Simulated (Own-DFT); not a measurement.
# Strain and stress in C40 NbSi2, 36 atoms (Nb12Si24)

Calculated results; nothing here was measured. They come from Own-DFT, an in-house plane-wave density functional program, since retired, whose code no person has reviewed. Each row is one single-point run on a periodic cell that was not relaxed, without spin or spin-orbit coupling.

Settings of every run: PBE; PseudoDojo norm-conserving scalar-relativistic files; cutoff 42 hartree; 4 x 4 x 5 k mesh centred on Gamma; cold (Marzari-Vanderbilt) smearing of 0.2 eV.

Known limits: forces on such cells failed a check on a denser k mesh; stress not checked against mesh or cutoff.

Unstrained cell vectors in Å: (0.000, 8.324, 0.000); (-9.613, 0.000, 0.000); (0.000, 0.000, 6.586). The unstrained cell was taken from the Materials Project. The random moves and any unrelaxed bonds add to the pressure at no strain. Each run strains this cell uniformly, with the atoms carried along. Every atom was also moved at random, by a Gaussian of width 0.05 Å on each axis. Strain is the symmetric tensor, in per cent. Stress is positive in tension, and the pressure is minus a third of its trace.

| run | e_xx (%) | e_yy (%) | e_zz (%) | e_yz (%) | e_xz (%) | e_xy (%) | s_xx (GPa) | s_yy (GPa) | s_zz (GPa) | s_yz (GPa) | s_xz (GPa) | s_xy (GPa) | P (GPa) | E (meV/atom) |
|---|---|---|---|---|---|---|---|---|---|---|---|---|---|---|
| 1 | 1.66 | 1.19 | -1.47 | -0.76 | 1.75 | 0.30 | 3.10 | 1.52 | -7.88 | -2.16 | 5.71 | 0.82 | 1.09 | 2.9 |
| 2 | 1.38 | -1.70 | -1.48 | -1.30 | -1.56 | -0.99 | -0.22 | -8.82 | -11.87 | -4.38 | -5.01 | -3.15 | 6.97 | 20.8 |
| 3 | -0.02 | -1.90 | 0.62 | -0.45 | -0.91 | 1.83 | -3.40 | -9.04 | -2.57 | -1.63 | -2.66 | 5.61 | 5.01 | 6.6 |
| 4 | -1.69 | -1.69 | -1.40 | 0.85 | -1.47 | -1.99 | -11.79 | -12.54 | -14.97 | 2.38 | -5.09 | -6.85 | 13.10 | 48.5 |
| 5 | 0.29 | 1.74 | 1.46 | 1.74 | -1.35 | 0.74 | 0.46 | 5.11 | 3.40 | 4.53 | -3.83 | 2.22 | -2.99 | 9.7 |
| 6 | -1.62 | 1.79 | 0.96 | 1.58 | -1.05 | -0.09 | -6.91 | 3.29 | 0.85 | 4.44 | -3.03 | -0.37 | 0.92 | 5.9 |
| 7 | -0.77 | -1.44 | 1.61 | -1.03 | -0.31 | 0.12 | -4.52 | -7.18 | 1.50 | -3.47 | -1.22 | -0.10 | 3.40 | 0.0 |
| 8 | 0.67 | 0.98 | -0.07 | -0.42 | -0.83 | -1.26 | 0.31 | 1.30 | -3.37 | -1.49 | -2.61 | -3.20 | 0.59 | 9.9 |
| 9 | -1.70 | 1.76 | 1.09 | 1.92 | -0.98 | 1.84 | -6.78 | 2.94 | -0.17 | 5.74 | -3.40 | 5.51 | 1.34 | 24.3 |
| 10 | 1.00 | -1.13 | -1.38 | -1.50 | 1.10 | -1.59 | -1.46 | -6.59 | -11.22 | -4.90 | 4.27 | -4.64 | 6.42 | 21.3 |
| 11 | 1.30 | -1.86 | -1.22 | 0.99 | 0.87 | -0.13 | -0.11 | -9.56 | -10.61 | 3.12 | 3.35 | -0.50 | 6.76 | 19.9 |
| 12 | -0.09 | -1.11 | -1.29 | -1.68 | 0.61 | 0.75 | -4.10 | -8.28 | -10.82 | -5.85 | 2.40 | 2.19 | 7.73 | 6.7 |
| 13 | 0.90 | 1.46 | -1.16 | -1.05 | -0.93 | -1.25 | 0.51 | 2.57 | -7.17 | -4.18 | -2.93 | -3.66 | 1.36 | 6.1 |
| 14 | -0.11 | -1.97 | 0.52 | 0.93 | -0.24 | 1.88 | -4.70 | -9.63 | -2.95 | 3.30 | -0.98 | 5.94 | 5.76 | 15.8 |
| 15 | -0.10 | 1.69 | 0.98 | -0.72 | 1.46 | 0.99 | -1.12 | 3.94 | 1.24 | -2.09 | 4.36 | 2.73 | -1.35 | 7.5 |
| 16 | 0.14 | -0.72 | -1.36 | -0.68 | 0.96 | 0.96 | ? | ? | ? | ? | ? | ? | ? | ? |

E is the free energy for each atom above the lowest run shown.

## Worked fit

Each stress component was fitted by least squares to a constant and the strains of the runs shown, as fractions, with shears doubled. Shear strains stay in the fit of a normal stress only where such slopes are resolved. The slopes, in GPa:

| stress | at no strain | per e_xx | per e_yy | per e_zz | scatter |
|---|---|---|---|---|---|
| s_xx | -2.8 | 371 ± 13 | 67 ± 8 | 89 ± 13 | 0.46 |
| s_yy | -2.8 | 108 ± 9 | 363 ± 5 | 101 ± 9 | 0.31 |
| s_zz | -4.4 | 108 ± 20 | 82 ± 12 | 475 ± 19 | 0.70 |

Each shear stress against twice its own strain: yz 161 ± 5, xz 163 ± 6, xy 154 ± 5 GPa. These are stiffnesses along x, y and z of the frame in which the cell vectors are given, which need not be the crystal's axes. The atoms are held to the strained lattice; where symmetry lets them move under strain, relaxing them would lower some slopes. The table should be nearly symmetric about its diagonal, and what it lacks of that shows the noise. A ninth of its sum, 196 ± 6 GPa, estimates the bulk modulus near the mean pressure of these runs, 3.7 GPa, so it lies above the value at zero pressure.

## Withheld run

Question: what normal stresses and pressure should run 16 give?

The fit gives s_xx = -3.9, s_yy = -6.6, s_zz = -11.2 and P = 7.3 GPa. The calculation gave -3.59, -5.61, -10.38 and P = 6.53 GPa.
